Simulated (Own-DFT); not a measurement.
# Strain and stress in hcp Hf, 36 atoms (Hf36)

These are calculations, not measurements. They come from Own-DFT, an in-house plane-wave density functional program, since retired, whose code no person has reviewed. Each row is one single-point run on a periodic cell that was not relaxed, without spin or spin-orbit coupling.

Settings of every run: PBE; PseudoDojo norm-conserving scalar-relativistic files; cutoff 42 hartree; 4 x 4 x 4 k mesh centred on Gamma; cold (Marzari-Vanderbilt) smearing of 0.2 eV.

Known limits: hafnium file: forces about 75 meV/angstrom off all-electron values; forces on such cells passed a denser k mesh, each cell not checked; stress not checked against mesh or cutoff.

Unstrained cell vectors in Å: (9.589, 0.000, 0.000); (-4.795, 8.304, 0.000); (0.000, 0.000, 10.102). The unstrained cell has measured lattice constants (interpolated for alloys), not those of this functional. That, the random moves and any unrelaxed bonds set the pressure at no strain. Each run strains this cell uniformly, with the atoms carried along. Every atom was also moved at random, by a Gaussian of width 0.05 Å on each axis. Strain is the symmetric tensor, in per cent. Stress is positive in tension, and the pressure is minus a third of its trace.

| run | e_xx (%) | e_yy (%) | e_zz (%) | e_yz (%) | e_xz (%) | e_xy (%) | s_xx (GPa) | s_yy (GPa) | s_zz (GPa) | s_yz (GPa) | s_xz (GPa) | s_xy (GPa) | P (GPa) | E (meV/atom) |
|---|---|---|---|---|---|---|---|---|---|---|---|---|---|---|
| 1 | -1.62 | 0.56 | 1.79 | -0.18 | 0.20 | -1.90 | -3.33 | 0.14 | 1.11 | -0.08 | 0.16 | -2.41 | 0.70 | 16.3 |
| 2 | -1.36 | -1.64 | -0.98 | -1.94 | 0.82 | -0.35 | -5.64 | -6.53 | -6.30 | -1.98 | 0.70 | -0.52 | 6.15 | 24.3 |
| 3 | 1.09 | 1.21 | 0.82 | 1.27 | 1.69 | 1.53 | 1.99 | 2.24 | 1.42 | 1.07 | 1.66 | 2.14 | -1.88 | 9.6 |
| 4 | -0.32 | 0.56 | -0.99 | 0.26 | 0.18 | -1.76 | -1.80 | -1.74 | -3.44 | 0.27 | 0.08 | -2.57 | 2.32 | 10.6 |
| 5 | -1.10 | 1.10 | -1.36 | 1.84 | -1.57 | 1.95 | -3.76 | -1.18 | -4.72 | 1.99 | -1.89 | 2.48 | 3.22 | 27.1 |
| 6 | -0.67 | 0.08 | 1.22 | -1.18 | 0.67 | 1.70 | -1.80 | -0.90 | 0.30 | -1.08 | 0.79 | 2.35 | 0.80 | 15.7 |
| 7 | -0.49 | 0.60 | 0.16 | -1.36 | -0.27 | 0.39 | -1.77 | -0.54 | -1.39 | -1.20 | -0.24 | 0.45 | 1.23 | 14.4 |
| 8 | 1.39 | -0.47 | -1.64 | 1.35 | -1.41 | 0.95 | -0.49 | -2.14 | -4.50 | 1.42 | -1.51 | 1.21 | 2.37 | 14.3 |
| 9 | 0.68 | 0.48 | -0.63 | -1.49 | 1.69 | -0.56 | 0.04 | -0.45 | -2.12 | -1.53 | 1.71 | -0.36 | 0.84 | 9.6 |
| 10 | 0.55 | -1.13 | -0.78 | -0.77 | 1.47 | -1.32 | -1.48 | -3.91 | -3.97 | -0.79 | 1.42 | -1.90 | 3.12 | 17.3 |
| 11 | -0.15 | -0.83 | 1.45 | -0.77 | 0.93 | 0.70 | -0.91 | -2.11 | 0.49 | -0.85 | 0.79 | 0.94 | 0.85 | 9.5 |
| 12 | 0.56 | -0.70 | 1.97 | -0.10 | -1.44 | -1.99 | 0.46 | -1.11 | 2.18 | -0.12 | -1.29 | -2.64 | -0.51 | 15.0 |
| 13 | 0.48 | 1.79 | 0.95 | -0.87 | -0.47 | -0.66 | 1.16 | 3.29 | 1.82 | -0.90 | -0.54 | -0.90 | -2.09 | 1.4 |
| 14 | 1.53 | -1.95 | 0.38 | -0.81 | -1.72 | 0.98 | 0.38 | -3.96 | -1.36 | -0.83 | -1.65 | 1.41 | 1.65 | 22.8 |
| 15 | 1.46 | -0.82 | 0.14 | -0.55 | 1.29 | 0.12 | 0.93 | -1.52 | -0.79 | -0.56 | 1.24 | 0.29 | 0.46 | 0.0 |
| 16 | 1.99 | 0.84 | -0.72 | 0.64 | 1.30 | -0.46 | ? | ? | ? | ? | ? | ? | ? | ? |

E is the free energy for each atom above the lowest run shown.

## Worked fit

Each stress component was fitted by least squares to a constant and the strains of the runs shown, as fractions, with shears doubled. Shear strains stay in the fit of a normal stress only where such slopes are resolved. The slopes, in GPa:

```
stress  at no strain  per e_xx  per e_yy  per e_zz  scatter
  s_xx          -1.4   189 ± 7    64 ± 7    63 ± 6     0.26
  s_yy          -1.4    79 ± 7   198 ± 6    76 ± 6     0.25
  s_zz          -1.8    78 ± 4    76 ± 4   207 ± 3     0.14
```

Each shear stress against twice its own strain: yz 49 ± 1, xz 49 ± 1, xy 68 ± 2 GPa. These are stiffnesses along x, y and z of the frame in which the cell vectors are given, which need not be the crystal's axes. The atoms are held to the strained lattice; where symmetry lets them move under strain, relaxing them would lower some slopes. The table should be nearly symmetric about its diagonal, and what it lacks of that shows the noise. A ninth of its sum, 114 ± 1 GPa, estimates the bulk modulus near the mean pressure of these runs, 1.3 GPa.

## Withheld run

Question: what normal stresses and pressure should run 16 give?

The fit gives s_xx = 2.5, s_yy = 1.3, s_zz = -1.1 and P = -0.9 GPa. The calculation gave 2.31, 1.14, -1.09 and P = -0.79 GPa.
